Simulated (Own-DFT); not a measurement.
# Point defects and the pressure they add: L1_0 TiAl

Everything here is calculated. The program is Own-DFT (plane waves, in-house, since retired, never reviewed by a person); positions were held fixed, and spin and spin-orbit coupling were off.

Common settings: PBE; PseudoDojo norm-conserving scalar-relativistic files; cutoff 42 hartree; 4 x 4 x 4 k mesh centred on Gamma; cold (Marzari-Vanderbilt) smearing of 0.2 eV.

Known weak points: forces on such cells failed a check on a denser k mesh; stress not checked against mesh or cutoff.

All runs share one cell, with vectors in Å (5.622, 5.622, 0.000); (-5.622, 5.622, 0.000); (0.000, 0.000, 8.133) and a volume of 514.0 Å³. u is the rms random offset of the atoms per axis. The defect's site can differ from row to row.

| cell | formula | u (Å) | P (GPa) |
|---|---|---|---|
| no defect | Al16Ti16 | 0.0186 | 1.16 |
| no defect | Al16Ti16 | 0.0195 | 1.17 |
| no defect | Al16Ti16 | 0.0483 | 1.65 |
| two Al vacancies | Al14Ti16 | 0.0295 | -0.56 |
| two Al vacancies | Al14Ti16 | 0.0354 | -0.45 |
| two Al vacancies | Al14Ti16 | 0.0469 | -0.07 |
| one Ti vacancy | Al16Ti15 | 0.0272 | 0.49 |
| one Ti vacancy | Al16Ti15 | 0.0274 | ? |
| one Ti vacancy | Al16Ti15 | 0.0276 | 0.44 |
| one Ti vacancy | Al16Ti15 | 0.0285 | 0.43 |

## What the rows give

P = P0 + c u² + a shift for each defect gives P0 = 1.04 GPa, c = 279 ± 30 GPa/Å² and a scatter of 0.06 GPa. The shifts, and each times the cell's volume:

- one Ti vacancy: -0.81 ± 0.05 GPa, -2.6 eV
- two Al vacancies: -1.80 ± 0.05 GPa, -5.8 eV (-2.9 eV for each of its 2 sites)

Against the defect-free cell, a freed cell would be larger where the shift is positive and smaller where it is negative (160.2 GPa Å³ is 1 eV). The atoms around the defects weren't relaxed, which would change these numbers.

## The run left out

Question: what pressure belongs in the blank (one Ti vacancy, u = 0.0274 Å)?

Estimate: 0.45 ± 0.06 GPa. The calculation gave 0.46 GPa.
